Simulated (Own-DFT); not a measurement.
## Calculated data, Al3GaN4 (wurtzite random alloy, strained, atoms displaced)

A calculation, not a measurement: plane-wave PBE density functional theory by an unreviewed code, no spin, of a simulated periodic cell, stress positive in tension, free energy of the whole cell less one offset for each atom, forces on such cells passed a denser k mesh, this cell's mesh not checked; offsets are fitted by least squares, one for each functional and potential file, so energies compare only between cells with the same atoms and settings and are not formation energies; the far tail of each file's local potential was reset to the Coulomb form; each entry is a single point on an unrelaxed cell, so the pressure reflects the starting lattice, mostly measured values, from which strain is counted, and rises with the displacements; printed positions are rounded, which can move forces by about a meV/angstrom; the program is a retired in-house code; no spin-orbit coupling. Program: Own-DFT development build.

Al3GaN4 (wurtzite random alloy, strained, atoms displaced)

```xyz
72
Lattice="9.2059 0.0000 0.0000 -4.6029 7.9725 0.0000 0.0000 0.0000 10.0655" Properties=species:S:1:pos:R:3 Al3GaN4
Al     0.0010     1.7765     0.0070
Al     1.5156     0.8439     2.5317
N      0.0297     1.6605     1.8839
N      1.5055     0.7926     4.3630
Al     0.0664     1.7814     5.0738
Al     1.5410     0.7902     7.5395
N     -0.0039     1.8468     6.9468
N      1.5802     0.9881     9.4543
Al    -1.5362     4.4586     0.0215
Al    -0.0121     3.4825     2.5053
N     -1.5085     4.5011     1.8987
N      0.0235     3.5641     4.4625
Al    -1.5282     4.4630     5.0045
Al    -0.0606     3.5605     7.5267
N     -1.5379     4.4236     6.9546
N      0.0656     3.5184     9.3423
Al    -3.0228     7.0313    10.0320
Al    -1.5154     6.1918     2.5039
N     -3.1013     7.0440     1.8899
N     -1.5467     6.2063     4.4756
Al    -3.1133     6.9927     5.0670
Ga    -1.4385     6.1410     7.6495
N     -3.0456     7.1822     6.8872
N     -1.5484     6.2368     9.4013
Al     3.0564     1.7563     0.0075
Al     4.5718     0.9205     2.5054
N      3.0876     1.7351     1.8965
N      4.6300     0.8667     4.4968
Ga     3.0499     1.7949     5.0513
Al     4.5601     0.8581     7.5843
N      3.0386     1.8645     6.9483
N      4.5632     0.8636     9.5144
Al     1.5458     4.3964    10.0546
Al     3.0785     3.5414     2.5121
N      1.5220     4.3302     1.9515
N      3.0896     3.5519     4.4219
Ga     1.4742     4.4092     5.0488
Al     3.0213     3.5060     7.5338
N      1.5341     4.4978     7.0120
N      3.0643     3.5050     9.3729
Al     0.0098     7.0228     0.0337
Al     1.5411     6.1221     2.4722
N      0.0696     7.1086     1.9136
N      1.5270     6.2620     4.3984
Al     0.0487     7.0151     5.0945
Ga     1.4964     6.1183     7.4216
N      0.0401     7.0338     7.0185
N      1.4964     6.1970     9.4956
Ga     6.2042     1.8310     0.0237
Al     7.6880     0.9246     2.5118
N      6.2350     1.7658     1.9051
N      7.6389     0.8705     4.4516
Ga     6.0779     1.8156     4.9467
Ga     7.6242     0.8854     7.5835
N      6.1560     1.7194     6.9481
N      7.6879     0.8171     9.4208
Al     4.5541     4.4864    10.0463
Al     6.1778     3.4495     2.5134
N      4.5380     4.4147     1.8615
N      6.1385     3.4789     4.4431
Ga     4.5653     4.3998     5.1380
Al     6.1431     3.5196     7.6001
N      4.6066     4.3795     6.8724
N      6.0820     3.5544     9.5708
Al     3.0590     7.1087    10.0101
Al     4.6110     6.1452     2.4739
N      3.0500     7.0715     1.9365
N      4.6580     6.2236     4.4621
Ga     2.9903     7.1217     5.0060
Al     4.6368     6.2131     7.5607
N      3.1733     7.1732     6.9394
N      4.6659     6.2915     9.5116
```

Settings of this run: functional PBE, potential files PseudoDojo norm-conserving, scalar-relativistic, standard set with the stringent files for Ga, wave cutoff 96 hartree, occupations Gaussian, smearing width 0.01 eV and k mesh 4 x 4 x 3 centred on Gamma.

The calculation gives: free energy of cell above offsets -19.846 eV; pressure 16.12 GPa; stress xx -17.08 GPa; stress yy -20.74 GPa; stress zz -10.55 GPa; stress yz -1.25 GPa; stress xz -1.15 GPa; stress xy 0.37 GPa.

Force:
```tsv
element	x (eV/Å)	y (eV/Å)	z (eV/Å)
Al	0.412	-0.542	-0.939
Al	1.031	-0.637	-0.497
N	-0.659	2.219	-0.18
N	-0.086	0.808	0.994
Al	-1.382	-1.047	-0.195
Al	-0.448	4.496	1.153
N	1.153	-1.098	-0.46
N	-1.389	-2.617	-0.491
Al	0.537	-0.548	-0.62
Al	0.094	-0.036	0.457
N	-0.047	-2.278	-0.001
N	-2.401	-1.562	-1.753
Al	-0.662	-1.03	0.716
Al	1.475	-0.486	-0.083
N	-0.949	-0.69	-0.913
N	-1.903	0.614	2.5
Al	-0.162	2.961	1.483
Al	-0.083	1.746	1.086
N	1.365	0.033	-0.447
N	0.796	-0.138	-0.966
Al	1.633	1.988	-0.302
Ga	-1.762	0.813	-3.098
N	-0.04	-3.653	0.649
N	0.746	-1.242	3.685
Al	0.962	0.679	0.229
Al	1.432	-1.129	0.761
N	-0.948	0.832	0.261
N	-1.996	-1.765	-1.918
Ga	-0.221	-1.404	-0.304
Al	0.64	0.837	0.106
N	0.166	-3.244	0.275
N	0.583	-0.425	-0.788
Al	0.208	0.181	-0.072
Al	-0.08	-0.929	0.456
N	-0.204	0.604	-1.168
N	-1.154	0.153	-1.301
Ga	2.41	1.365	0.379
Al	0.543	1.844	0.557
N	-0.27	-6.006	-2.069
N	0.395	1.089	1.413
Al	-0.028	1.714	0.104
Al	0.263	1.029	0.493
N	-1.367	-0.621	0.098
N	-1.21	-2.162	-0.836
Al	-1.645	1.664	-0.371
Ga	3.259	4.876	3.567
N	-1.444	2.605	-2.196
N	1.153	-0.864	-0.18
Ga	-1.162	-2.54	-0.355
Al	0.412	-2.543	1.283
N	-1.745	-0.151	0.794
N	1.752	2.392	-1.721
Ga	1.813	-2.418	2.767
Ga	1.503	0.807	-0.822
N	-2.608	1.758	0.359
N	0.697	1.842	1.806
Al	-0.403	-0.59	0.256
Al	-0.93	2.61	0.257
N	1.455	-0.638	0.27
N	0.967	4.028	-2.122
Ga	0.974	1.126	-3.768
Al	-0.433	-0.573	-0.417
N	0.118	0.767	5.507
N	1.097	2.347	-2.129
Al	-0.403	-1.216	1.662
Al	-0.603	0.835	1.233
N	0.434	0.004	-0.85
N	-2.003	-1.496	-1.849
Ga	2.623	-0.485	0.858
Al	0.07	0.001	-0.444
N	-0.791	-3.09	-0.035
N	-1.552	-1.775	-1.812
```
